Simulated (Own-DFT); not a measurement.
Hf$_{32}$O$_{63}$ (monoclinic hafnia with one vacancy, atoms displaced) (calculated)

Computed with Own-DFT development build. A calculation, not a measurement: plane-wave density functional theory by an unreviewed code, no spin, of a simulated periodic cell, stress positive in tension, run twice, with PBE and with PBEsol, both on files made for PBE, so the change isn't that of files made for PBEsol, defect cell not probed for a lower state with spin; hafnium file: forces about 75 meV/angstrom off all-electron values; oxygen file: force components 24 meV/angstrom off all-electron in one glass; forces on such cells passed a denser k mesh, this cell's mesh not checked; the far tail of each file's local potential was reset to the Coulomb form; each entry is a single point on an unrelaxed cell, so the pressure reflects the starting lattice, mostly measured values (interpolated for alloys), from which strain is counted, and rises with the displacements; printed positions are rounded, which can move forces by about a meV/angstrom; the program, named Own-DFT, is a retired in-house code; no spin-orbit coupling; stress was not checked against mesh or cutoff.

Settings shared by all entries: functional PBE, then PBEsol; potential files PseudoDojo norm-conserving, scalar-relativistic, standard set; wave cutoff 72 hartree; occupations Fermi-Dirac; smearing width 0.1 eV; k mesh 2 x 2 x 2 centred on Gamma.

(1) 
```cif
# cell vector a (Å): 10.2340 0.0000 0.0000
# cell vector b (Å): 0.0000 10.3500 0.0000
# cell vector c (Å): -1.6955 0.0000 10.4453
data_Hf32O63
_symmetry_space_group_name_H-M 'P 1'
_symmetry_Int_Tables_number 1
_cell_length_a 10.2340
_cell_length_b 10.3500
_cell_length_c 10.5820
_cell_angle_alpha 90.000
_cell_angle_beta 99.220
_cell_angle_gamma 90.000
_cell_volume 1106.39
loop_
_atom_site_label
_atom_site_type_symbol
_atom_site_fract_x
_atom_site_fract_y
_atom_site_fract_z
_atom_site_occupancy
Hf1 Hf 0.13895 0.01748 0.10342 1
Hf2 Hf 0.35891 0.26966 0.14205 1
Hf3 Hf 0.36075 0.48352 0.39547 1
Hf4 Hf 0.13840 0.23045 0.35595 1
O1 O 0.04037 0.16595 0.17463 1
O2 O 0.46350 0.41249 0.07752 1
O3 O 0.46628 0.33605 0.32611 1
O4 O 0.03997 0.08130 0.42511 1
O5 O 0.22107 0.38251 0.23809 1
O6 O 0.27294 0.12856 0.01259 1
O7 O 0.27652 0.12066 0.25928 1
O8 O 0.22590 0.36993 0.48733 1
Hf5 Hf 0.13765 0.02226 0.60307 1
Hf6 Hf 0.36494 0.26865 0.64462 1
Hf7 Hf 0.36196 0.47329 0.89721 1
Hf8 Hf 0.13886 0.22811 0.85082 1
O9 O 0.04089 0.16321 0.67296 1
O10 O 0.46458 0.41475 0.57606 1
O11 O 0.46308 0.33474 0.82870 1
O12 O 0.03729 0.08061 0.92210 1
O13 O 0.22245 0.38190 0.74019 1
O14 O 0.27504 0.13061 0.51048 1
O15 O 0.27428 0.12110 0.75625 1
O16 O 0.22702 0.37264 0.98768 1
Hf9 Hf 0.13903 0.52203 0.10377 1
Hf10 Hf 0.36426 0.76793 0.14612 1
Hf11 Hf 0.35929 0.97873 0.39346 1
Hf12 Hf 0.13661 0.73240 0.35089 1
O17 O 0.03523 0.66918 0.17309 1
O18 O 0.46875 0.91727 0.07873 1
O19 O 0.46538 0.83322 0.32567 1
O20 O 0.03757 0.58433 0.42576 1
O21 O 0.22278 0.87544 0.23592 1
O22 O 0.27361 0.63238 0.00527 1
O23 O 0.27797 0.61834 0.26449 1
O24 O 0.22654 0.87091 0.48411 1
Hf13 Hf 0.13414 0.52030 0.60474 1
Hf14 Hf 0.36090 0.77158 0.64311 1
Hf15 Hf 0.36261 0.97754 0.89144 1
Hf16 Hf 0.13902 0.73271 0.84775 1
O25 O 0.03797 0.66437 0.67215 1
O26 O 0.46018 0.91655 0.57771 1
O27 O 0.45954 0.83625 0.83076 1
O28 O 0.03665 0.58674 0.92075 1
O29 O 0.22439 0.87879 0.73846 1
O30 O 0.27528 0.62916 0.50651 1
O31 O 0.28151 0.61858 0.75758 1
O32 O 0.22357 0.86975 0.98610 1
Hf17 Hf 0.64097 0.02161 0.10171 1
Hf18 Hf 0.86203 0.27320 0.14981 1
Hf19 Hf 0.86208 0.47736 0.39647 1
Hf20 Hf 0.63672 0.22623 0.35407 1
O33 O 0.96137 0.41393 0.07931 1
O34 O 0.95889 0.33760 0.32377 1
O35 O 0.53742 0.08392 0.42471 1
O36 O 0.72167 0.37953 0.24413 1
O37 O 0.77785 0.13204 0.01058 1
O38 O 0.77879 0.12294 0.26599 1
O39 O 0.72412 0.37333 0.49003 1
Hf21 Hf 0.63703 0.01529 0.60051 1
Hf22 Hf 0.86484 0.26833 0.64349 1
Hf23 Hf 0.86176 0.48410 0.89247 1
Hf24 Hf 0.62975 0.23110 0.84794 1
O40 O 0.53723 0.16721 0.67075 1
O41 O 0.96522 0.41862 0.57650 1
O42 O 0.96320 0.33606 0.82373 1
O43 O 0.53583 0.08164 0.92185 1
O44 O 0.72428 0.37640 0.73820 1
O45 O 0.77830 0.13317 0.50814 1
O46 O 0.77545 0.11694 0.75682 1
O47 O 0.72652 0.37058 0.98726 1
Hf25 Hf 0.63650 0.52065 0.10079 1
Hf26 Hf 0.86109 0.76920 0.14351 1
Hf27 Hf 0.86763 0.97475 0.40082 1
Hf28 Hf 0.64133 0.73193 0.35329 1
O48 O 0.53034 0.66342 0.17310 1
O49 O 0.95855 0.92002 0.07940 1
O50 O 0.96402 0.83273 0.32569 1
O51 O 0.53568 0.58988 0.42369 1
O52 O 0.72208 0.87932 0.24042 1
O53 O 0.78243 0.63044 0.00861 1
O54 O 0.77416 0.62337 0.26378 1
O55 O 0.72317 0.87278 0.49126 1
Hf29 Hf 0.64197 0.51878 0.60985 1
Hf30 Hf 0.85669 0.76862 0.64303 1
Hf31 Hf 0.86530 0.97810 0.89304 1
Hf32 Hf 0.63581 0.73404 0.85016 1
O56 O 0.53761 0.66421 0.67145 1
O57 O 0.95917 0.91860 0.57972 1
O58 O 0.95865 0.83408 0.83166 1
O59 O 0.53462 0.58105 0.92139 1
O60 O 0.72795 0.88350 0.74142 1
O61 O 0.77436 0.62754 0.51024 1
O62 O 0.77229 0.61847 0.76487 1
O63 O 0.72138 0.87329 0.98967 1
_calc_PBE_pressure 3.87  # GPa
_calc_PBE_stress_xx -3.57  # GPa
_calc_PBE_stress_yy -3.94  # GPa
_calc_PBE_stress_zz -4.1  # GPa
_calc_PBE_stress_yz -0.25  # GPa
_calc_PBE_stress_xz -0.23  # GPa
_calc_PBE_stress_xy 0.45  # GPa
_calc_PBEsol_pressure -2.52  # GPa
_calc_PBEsol_stress_xx 2.81  # GPa
_calc_PBEsol_stress_yy 2.42  # GPa
_calc_PBEsol_stress_zz 2.32  # GPa
_calc_PBEsol_stress_yz -0.27  # GPa
_calc_PBEsol_stress_xz 0.11  # GPa
_calc_PBEsol_stress_xy 0.5  # GPa
_calc_rms_change_of_force_components_from_PBE_to_PBEsol 0.045  # eV/angstrom
```

Force:
```tsv
force element	PBE force x (eV/Å)	PBE force y (eV/Å)	PBE force z (eV/Å)	PBEsol force x (eV/Å)	PBEsol force y (eV/Å)	PBEsol force z (eV/Å)
Hf	-0.592	0.449	0.015	-0.577	0.492	-0.01
Hf	0.238	-0.005	1.369	0.05	0.15	1.322
Hf	0.958	-0.758	0.247	0.915	-0.769	0.264
Hf	0.085	0.21	-0.899	0.097	0.152	-0.901
O	-0.544	0.203	0.041	-0.518	0.209	0.096
O	0.648	0.288	-0.088	0.604	0.291	-0.137
O	-0.173	-0.525	-0.464	-0.167	-0.539	-0.501
O	-0.483	0.006	-0.274	-0.461	-0.011	-0.204
O	0.204	-0.562	0.001	0.269	-0.554	-0.013
O	0.51	0.075	-0.576	0.431	0.088	-0.545
O	0.065	-0.084	0.465	-0.005	-0.075	0.452
O	-0.312	0.075	0.278	-0.239	0.07	0.259
Hf	0.591	-0.49	0.053	0.58	-0.407	0.033
Hf	-0.589	0.901	-0.622	-0.574	0.921	-0.592
Hf	-0.528	1.842	-0.492	-0.522	1.753	-0.469
Hf	-0.583	0.441	0.793	-0.564	0.385	0.735
O	-1.045	0.725	-0.185	-1.002	0.714	-0.132
O	0.391	0.207	0.465	0.37	0.21	0.416
O	0.224	-0.739	-0.54	0.217	-0.738	-0.571
O	0.185	0.306	-0.376	0.19	0.277	-0.318
O	0.183	-0.864	-0.104	0.237	-0.85	-0.09
O	0.269	-0.355	-0.077	0.196	-0.347	-0.072
O	0.502	-0.172	0.536	0.421	-0.165	0.518
O	-0.723	-0.408	0.046	-0.626	-0.397	0.052
Hf	-0.581	-0.045	-0.315	-0.56	0	-0.326
Hf	-0.074	0.545	-0.5	-0.066	0.568	-0.455
Hf	0.829	0.186	-0.563	0.795	0.123	-0.523
Hf	0.266	-1.116	0.477	0.268	-1.134	0.442
O	0.237	-0.432	-0.337	0.237	-0.402	-0.278
O	-0.511	-0.038	-0.186	-0.487	-0.025	-0.235
O	-0.289	0.477	0.333	-0.294	0.449	0.271
O	-0.435	0.119	-0.586	-0.414	0.096	-0.517
O	0.059	0.242	0.19	0.113	0.234	0.19
O	0.139	-0.375	0.582	0.068	-0.368	0.574
O	-0.301	0.906	-1.251	-0.349	0.886	-1.214
O	-0.518	0.196	0.509	-0.429	0.196	0.486
Hf	1.589	0.028	-0.386	1.542	0.083	-0.404
Hf	-0.219	-1.426	-0.153	-0.229	-1.352	-0.131
Hf	-0.702	0.928	1.535	-0.686	0.839	1.506
Hf	-0.01	-0.853	1.123	0.002	-0.884	1.087
O	-1.306	1.163	0.008	-1.257	1.137	0.056
O	0.719	0.388	0.149	0.695	0.387	0.092
O	1.341	-1.306	-0.887	1.298	-1.268	-0.911
O	-0.314	-0.299	0.034	-0.304	-0.306	0.078
O	-0.225	0.094	-0.664	-0.151	0.082	-0.639
O	0.005	0.398	0.66	-0.047	0.385	0.635
O	-0.362	0.495	0.116	-0.421	0.494	0.114
O	0.169	0.454	0.055	0.228	0.452	0.045
Hf	-0.013	0.546	0.629	0.096	0.407	0.485
Hf	-0.521	-0.834	-1.18	-0.506	-0.753	-1.132
Hf	-0.639	0.683	-0.244	-0.634	0.616	-0.214
Hf	0.022	0.892	-0.306	0.094	0.886	-0.152
O	1.245	1.191	-0.423	1.201	1.171	-0.445
O	1.557	-0.842	0.917	1.499	-0.834	0.844
O	-0.779	-0.613	-0.204	-0.734	-0.602	-0.146
O	0.01	0.385	-0.851	0.085	0.373	-0.819
O	-0.351	-0.282	-0.021	-0.415	-0.294	-0.001
O	-0.365	-0.573	-0.476	-0.428	-0.55	-0.455
O	0.147	-0.091	0.247	0.212	-0.088	0.236
Hf	0.406	1.42	0.412	0.413	1.431	0.38
Hf	-0.847	0.2	0.305	-0.843	0.246	0.322
Hf	0.343	-1.459	1.237	0.316	-1.46	1.229
Hf	2.119	-0.534	1.559	2.064	-0.557	1.492
O	-0.455	-0.165	-0.243	-0.449	-0.133	-0.178
O	-0.32	-0.702	0.196	-0.316	-0.668	0.14
O	0.771	-0.489	0.079	0.745	-0.495	0.019
O	-0.271	0.218	-0.182	-0.255	0.179	-0.131
O	-0.02	0.038	-0.042	0.034	0.046	-0.05
O	-0.006	-0.793	0.398	-0.067	-0.771	0.386
O	0.024	0.502	-0.108	-0.035	0.482	-0.113
O	-0.575	0.576	-0.028	-0.499	0.581	-0.026
Hf	0.224	-0.46	0.464	0.216	-0.408	0.422
Hf	-0.298	0.505	0.086	-0.286	0.537	0.105
Hf	-0.846	1.319	-1.424	-0.823	1.245	-1.352
Hf	-0.946	-0.739	-0.055	-0.92	-0.774	-0.072
O	0.74	-0.353	-0.178	0.724	-0.319	-0.132
O	0.604	-0.063	0.112	0.587	-0.062	0.052
O	0.032	0.09	0.415	0.029	0.075	0.36
O	-0.214	-0.411	0.215	-0.2	-0.413	0.242
O	0.331	0.027	-0.052	0.377	0.017	-0.057
O	-0.819	-0.011	0.151	-0.848	-0.016	0.149
O	0.335	-0.174	-0.644	0.262	-0.156	-0.622
O	0.014	-0.398	0.043	0.075	-0.381	0.052
Hf	-0.787	-0.498	-1.717	-0.756	-0.441	-1.695
Hf	0.666	-0.015	0.743	0.633	0.046	0.741
Hf	-1.194	1.506	1.049	-1.169	1.412	1.043
Hf	-0.29	-0.636	1.106	-0.27	-0.677	1.051
O	-0.681	1.138	0.336	-0.649	1.122	0.382
O	0.626	-0.394	0.439	0.593	-0.373	0.357
O	1.476	-1.547	-0.997	1.431	-1.501	-1.024
O	0.549	0.597	0.023	0.542	0.561	0.082
O	-0.786	-1.268	-0.607	-0.7	-1.247	-0.595
O	0.382	0.614	0.731	0.311	0.605	0.723
O	0.378	0.876	-0.995	0.308	0.85	-0.969
O	0.034	-0.477	-0.472	0.087	-0.443	-0.449
```

(2) 
```cif
# cell vector a (Å): 10.2340 0.0000 0.0000
# cell vector b (Å): 0.0000 10.3500 0.0000
# cell vector c (Å): -1.6955 0.0000 10.4453
data_Hf32O63
_symmetry_space_group_name_H-M 'P 1'
_symmetry_Int_Tables_number 1
_cell_length_a 10.2340
_cell_length_b 10.3500
_cell_length_c 10.5820
_cell_angle_alpha 90.000
_cell_angle_beta 99.220
_cell_angle_gamma 90.000
_cell_volume 1106.39
loop_
_atom_site_label
_atom_site_type_symbol
_atom_site_fract_x
_atom_site_fract_y
_atom_site_fract_z
_atom_site_occupancy
Hf1 Hf 0.13617 0.02201 0.10424 1
Hf2 Hf 0.36334 0.26827 0.14545 1
Hf3 Hf 0.35960 0.47905 0.39939 1
Hf4 Hf 0.13838 0.22653 0.35503 1
O1 O 0.03659 0.16474 0.17099 1
O2 O 0.46436 0.41750 0.07956 1
O3 O 0.46393 0.33181 0.32734 1
O4 O 0.03414 0.08028 0.42471 1
O5 O 0.22815 0.38214 0.23577 1
O6 O 0.27473 0.12938 0.00769 1
O7 O 0.27098 0.11671 0.26093 1
O8 O 0.22425 0.36815 0.49049 1
Hf5 Hf 0.13981 0.01789 0.60106 1
Hf6 Hf 0.36391 0.26707 0.64822 1
Hf7 Hf 0.36463 0.48162 0.90061 1
Hf8 Hf 0.13313 0.23240 0.85117 1
O9 O 0.04019 0.16581 0.67620 1
O10 O 0.46434 0.41272 0.57822 1
O11 O 0.46019 0.33538 0.82810 1
O12 O 0.03823 0.08323 0.92526 1
O13 O 0.22207 0.37485 0.74411 1
O14 O 0.28162 0.12475 0.51261 1
O15 O 0.27463 0.12100 0.76642 1
O16 O 0.22756 0.36908 0.98821 1
Hf9 Hf 0.13817 0.51537 0.10886 1
Hf10 Hf 0.35966 0.77072 0.14002 1
Hf11 Hf 0.35828 0.97854 0.39833 1
Hf12 Hf 0.14052 0.72794 0.35943 1
O17 O 0.03688 0.67045 0.17375 1
O18 O 0.46245 0.91717 0.07840 1
O19 O 0.46788 0.83363 0.33131 1
O20 O 0.04220 0.58190 0.42510 1
O21 O 0.22295 0.87672 0.25118 1
O22 O 0.27735 0.62900 0.00980 1
O23 O 0.26405 0.61970 0.25920 1
O24 O 0.22915 0.87122 0.48950 1
Hf13 Hf 0.13474 0.52379 0.60263 1
Hf14 Hf 0.36128 0.77059 0.64488 1
Hf15 Hf 0.36622 0.98135 0.89498 1
Hf16 Hf 0.14341 0.72972 0.85163 1
O25 O 0.03816 0.66818 0.67263 1
O26 O 0.46039 0.91724 0.57740 1
O27 O 0.46405 0.83564 0.82561 1
O28 O 0.03592 0.58489 0.92238 1
O29 O 0.22542 0.88186 0.74291 1
O30 O 0.27712 0.62372 0.51069 1
O31 O 0.27494 0.62200 0.75682 1
O32 O 0.22846 0.86781 0.98909 1
Hf17 Hf 0.63433 0.01636 0.10202 1
Hf18 Hf 0.86133 0.26987 0.14545 1
Hf19 Hf 0.85823 0.48437 0.39186 1
Hf20 Hf 0.63843 0.22916 0.35366 1
O33 O 0.53688 0.17254 0.17065 1
O34 O 0.96103 0.41923 0.07332 1
O35 O 0.96233 0.33678 0.32307 1
O36 O 0.53779 0.08255 0.42080 1
O37 O 0.72316 0.38100 0.23760 1
O38 O 0.77604 0.13342 0.01463 1
O39 O 0.77563 0.12366 0.25635 1
O40 O 0.72486 0.36663 0.49193 1
Hf21 Hf 0.64160 0.01986 0.60442 1
Hf22 Hf 0.86181 0.26926 0.64579 1
Hf23 Hf 0.86364 0.48079 0.89340 1
Hf24 Hf 0.64168 0.23080 0.85288 1
O41 O 0.53725 0.16814 0.67740 1
O42 O 0.96183 0.41757 0.57832 1
O43 O 0.96618 0.33252 0.82830 1
O44 O 0.53187 0.08634 0.92443 1
O45 O 0.71967 0.37962 0.74312 1
O46 O 0.77201 0.13236 0.51361 1
O47 O 0.77578 0.12202 0.75249 1
O48 O 0.72427 0.36952 0.99388 1
Hf25 Hf 0.63905 0.51837 0.10340 1
Hf26 Hf 0.86467 0.77137 0.14714 1
Hf27 Hf 0.86482 0.97972 0.39030 1
Hf28 Hf 0.63905 0.73155 0.35372 1
O49 O 0.54030 0.66914 0.17384 1
O50 O 0.96384 0.91721 0.07643 1
O51 O 0.95930 0.82968 0.32567 1
O52 O 0.53595 0.58898 0.42316 1
O53 O 0.72597 0.88045 0.23730 1
O54 O 0.77916 0.62988 0.00812 1
O55 O 0.77471 0.61965 0.25604 1
O56 O 0.72410 0.87262 0.48996 1
Hf29 Hf 0.63430 0.52089 0.60235 1
Hf30 Hf 0.85918 0.77294 0.64942 1
Hf31 Hf 0.86695 0.97813 0.89572 1
Hf32 Hf 0.63979 0.72999 0.85158 1
O57 O 0.53964 0.66967 0.67272 1
O58 O 0.96376 0.91871 0.57473 1
O59 O 0.96494 0.83684 0.82327 1
O60 O 0.53343 0.58725 0.92458 1
O61 O 0.77806 0.62445 0.50949 1
O62 O 0.77089 0.61991 0.75814 1
O63 O 0.72796 0.87408 0.98790 1
_calc_PBE_pressure 3.99  # GPa
_calc_PBE_stress_xx -3.98  # GPa
_calc_PBE_stress_yy -3.99  # GPa
_calc_PBE_stress_zz -4.01  # GPa
_calc_PBE_stress_yz -0.06  # GPa
_calc_PBE_stress_xz -0.32  # GPa
_calc_PBE_stress_xy -0.2  # GPa
_calc_PBEsol_pressure -2.39  # GPa
_calc_PBEsol_stress_xx 2.43  # GPa
_calc_PBEsol_stress_yy 2.34  # GPa
_calc_PBEsol_stress_zz 2.39  # GPa
_calc_PBEsol_stress_yz -0.04  # GPa
_calc_PBEsol_stress_xz 0.05  # GPa
_calc_PBEsol_stress_xy -0.18  # GPa
_calc_rms_change_of_force_components_from_PBE_to_PBEsol 0.044  # eV/angstrom
```

Force:
```tsv
force element	PBE force x (eV/Å)	PBE force y (eV/Å)	PBE force z (eV/Å)	PBEsol force x (eV/Å)	PBEsol force y (eV/Å)	PBEsol force z (eV/Å)
Hf	0.813	-0.466	-0.194	0.779	-0.383	-0.218
Hf	-0.088	0.201	-0.488	-0.078	0.255	-0.459
Hf	0.698	-0.295	-0.795	0.664	-0.336	-0.744
Hf	-0.36	0.617	-0.256	-0.344	0.549	-0.282
O	-0.467	0.618	0.473	-0.442	0.604	0.508
O	0.21	0.19	0.07	0.201	0.195	0.01
O	-0.15	0.319	0.428	-0.151	0.291	0.363
O	0.826	0.908	-0.647	0.817	0.863	-0.587
O	-0.43	-1.034	1.005	-0.36	-0.996	0.972
O	0.023	-0.259	0.91	-0.037	-0.254	0.892
O	0.3	0.603	0.069	0.215	0.592	0.075
O	-0.091	-0.224	-0.378	-0.018	-0.21	-0.383
Hf	-0.427	0.385	1.534	-0.415	0.416	1.475
Hf	-0.746	0.456	0.766	-0.724	0.493	0.782
Hf	-0.676	-0.769	-0.79	-0.661	-0.805	-0.736
Hf	1.753	-0.398	0.898	1.729	-0.425	0.842
O	-0.758	-0.176	-1.179	-0.73	-0.151	-1.095
O	0.277	0.551	-0.238	0.263	0.555	-0.282
O	1.159	-0.468	0.152	1.12	-0.475	0.095
O	-0.642	-0.283	-0.176	-0.625	-0.302	-0.115
O	0.163	0.893	-1.009	0.215	0.849	-0.974
O	-0.662	0.264	-0.206	-0.709	0.236	-0.206
O	0.546	-0.112	-1.027	0.48	-0.108	-0.998
O	-0.438	0.505	0.641	-0.362	0.502	0.632
Hf	-0.426	1.104	-1.366	-0.402	1.122	-1.348
Hf	0.155	-0.335	1.715	0.15	-0.28	1.677
Hf	1.637	-0.13	-0.751	1.576	-0.182	-0.703
Hf	-0.172	0.292	-1.275	-0.141	0.231	-1.288
O	-0.191	-0.404	-0.127	-0.186	-0.381	-0.064
O	0.297	0.015	0.142	0.288	0.023	0.084
O	-0.364	0.048	-0.519	-0.351	0.033	-0.544
O	-1.26	-0.336	-0.571	-1.214	-0.333	-0.497
O	0.283	0.248	-1.532	0.338	0.235	-1.474
O	-0.104	-0.125	0.213	-0.15	-0.115	0.208
O	1.313	-0.033	0.538	1.197	-0.035	0.53
O	-1.145	-0.587	0.714	-1.049	-0.561	0.693
Hf	0.06	-1.49	1.072	0.052	-1.392	1.014
Hf	0.396	0.043	0.417	0.378	0.098	0.433
Hf	-1.264	0.431	-0.079	-1.242	0.385	-0.056
Hf	-0.733	-0.382	0.471	-0.699	-0.422	0.43
O	-0.677	0.419	-0.056	-0.646	0.413	-0.001
O	0.944	0.251	0.519	0.898	0.251	0.445
O	0.766	-0.491	-0.035	0.731	-0.498	-0.085
O	0.127	0.149	-0.295	0.124	0.123	-0.25
O	-0.07	-0.416	-0.802	-0.005	-0.419	-0.784
O	0.356	0.753	0.202	0.279	0.729	0.188
O	0.372	-0.061	0.383	0.293	-0.034	0.374
O	-0.45	0.284	0.268	-0.364	0.266	0.257
Hf	0.58	1.301	0.235	0.573	1.318	0.202
Hf	-0.186	0.513	-0.148	-0.209	0.543	-0.128
Hf	0.31	-0.927	0.746	0.285	-0.947	0.751
Hf	-0.246	0.048	0.121	-0.247	0.002	0.099
O	0.253	-0.851	-0.192	0.244	-0.813	-0.133
O	0.432	-0.234	0.582	0.417	-0.209	0.518
O	0.864	-0.395	0.533	0.829	-0.405	0.468
O	-0.383	-0.256	0.171	-0.353	-0.257	0.227
O	-0.05	-0.198	0.529	0.016	-0.193	0.505
O	-0.076	-0.9	-1.18	-0.135	-0.868	-1.139
O	0.087	-0.453	0.759	0.027	-0.433	0.736
O	-0.102	0.781	-0.408	-0.036	0.76	-0.401
Hf	-0.624	0.302	-0.466	-0.63	0.471	-0.593
Hf	0.268	0.46	-0.303	0.245	0.484	-0.278
Hf	-0.091	0.142	0.612	-0.087	0.099	0.641
Hf	-0.84	0.166	0.681	-0.817	0.135	0.634
O	0.007	-0.58	-0.487	0.015	-0.542	-0.423
O	0.322	0.16	-0.121	0.309	0.17	-0.161
O	-1.091	0.433	-0.19	-1.063	0.405	-0.237
O	0.83	0.147	-0.092	0.808	0.111	-0.043
O	0.489	-0.047	-0.314	0.532	-0.061	-0.302
O	0.677	-0.649	-0.706	0.583	-0.631	-0.668
O	-0.056	-0.937	1.386	-0.122	-0.892	1.333
O	-0.042	0.395	-0.692	0.022	0.388	-0.667
Hf	0.03	0.545	-0.12	0.037	0.569	-0.131
Hf	-0.081	-0.661	-0.838	-0.074	-0.599	-0.785
Hf	-1.158	-0.145	0.736	-1.122	-0.204	0.748
Hf	-0.334	0.019	-0.184	-0.345	-0.028	-0.212
O	-0.827	0.166	-0.479	-0.793	0.177	-0.418
O	0.412	0.022	0.185	0.392	0.038	0.124
O	0.667	0.131	0.782	0.634	0.131	0.701
O	-0.772	-0.884	0.183	-0.735	-0.875	0.239
O	-0.294	0.002	0.106	-0.222	-0.002	0.102
O	-0.306	-0.007	-0.087	-0.357	-0.015	-0.089
O	0.33	0.26	0.389	0.259	0.249	0.385
O	0.108	-0.105	0.471	0.162	-0.095	0.466
Hf	0.562	-0.34	-0.073	0.551	-0.28	-0.094
Hf	0.523	-0.021	-1.058	0.636	-0.047	-1.083
Hf	-0.408	0.726	-0.089	-0.318	0.702	0.038
Hf	-0.355	0.027	0.858	-0.414	-0.117	0.876
O	-0.714	0.183	-0.279	-0.686	0.181	-0.215
O	-0.015	-0.399	0.197	-0.022	-0.375	0.144
O	0.132	-0.28	0.195	0.113	-0.28	0.144
O	0.452	0.19	-0.199	0.45	0.163	-0.149
O	-0.05	0.581	0.118	-0.11	0.553	0.109
O	0.618	0.444	-0.052	0.533	0.445	-0.049
O	-0.534	-0.148	-0.628	-0.458	-0.138	-0.602
```
